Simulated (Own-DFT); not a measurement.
# Point defects and the pressure they add: 4H SiC

Calculated, not measured: single-point runs of Own-DFT, a retired in-house plane-wave DFT program that no person has reviewed, on unrelaxed cells, without spin or spin-orbit coupling.

Method: PBE; PseudoDojo norm-conserving scalar-relativistic files; cutoff 42 hartree; 4 x 4 x 3 k mesh centred on Gamma; Fermi-Dirac smearing of 0.1 eV.

Known weak points (not all hold for every row): a neutral cation vacancy leaves holes that likely carry spin, which these runs leave out; not probed for a lower state with spin; forces on such cells failed a check on a denser k mesh; forces on such cells passed a denser k mesh, each cell not checked; stress not checked against mesh or cutoff.

All runs share one cell, with vectors in Å (9.248, 0.000, 0.000); (-4.624, 8.009, 0.000); (0.000, 0.000, 10.068) and a volume of 745.7 Å³. Atoms were moved at random from their sites; u is the rms move along one axis. The defect's site can differ from row to row.

```
                                     cell     formula   u (Å)  P (GPa)
                                no defect     C36Si36  0.0284     3.68
                                no defect     C36Si36  0.0584     6.09
                                no defect     C36Si36  0.0592     6.45
                            one C vacancy     C35Si36  0.0283     3.43
                            one C vacancy     C35Si36  0.0313     3.60
                            one C vacancy     C35Si36  0.0502     5.41
one Al on a Si site and one N on a C site  AlC35NSi35  0.0502     5.45
one Al on a Si site and one N on a C site  AlC35NSi35  0.0519     6.09
one Al on a Si site and one N on a C site  AlC35NSi35  0.0521     5.78
                           one Si vacancy     C36Si35  0.0274     3.14
                           one Si vacancy     C36Si35  0.0291     3.12
                           one Si vacancy     C36Si35  0.0303     3.14
                           one Si vacancy     C36Si35  0.0318        ?
                       one C on a Si site     C37Si35  0.0479     2.63
                       one C on a Si site     C37Si35  0.0490     3.31
                       one C on a Si site     C37Si35  0.0504     2.48
```

## Fit

P = P0 + c u² + a shift for each defect gives P0 = 2.77 GPa, c = 1024 ± 108 GPa/Å² and a scatter of 0.28 GPa. The shifts, and each times the cell's volume:

- one Al on a Si site and one N on a C site: 0.30 ± 0.23 GPa, 1.4 eV (not resolved)
- one C vacancy: -0.09 ± 0.26 GPa, -0.4 eV (not resolved)
- one Si vacancy: -0.49 ± 0.29 GPa, -2.3 eV (not resolved)
- one C on a Si site: -2.43 ± 0.23 GPa, -11.3 eV

A positive shift means that the defect pushes the cell outwards. Shift times volume (160.2 GPa Å³ is 1 eV) depends little on the cell's size, so, taken for each site, it can be compared between cells at like pressure. The atoms around the defects weren't relaxed, which would change these numbers.

## Prediction

Asked: what pressure belongs in the blank (one Si vacancy, u = 0.0318 Å)?

From the fit: 3.31 ± 0.32 GPa. DFT gave 3.08 GPa.
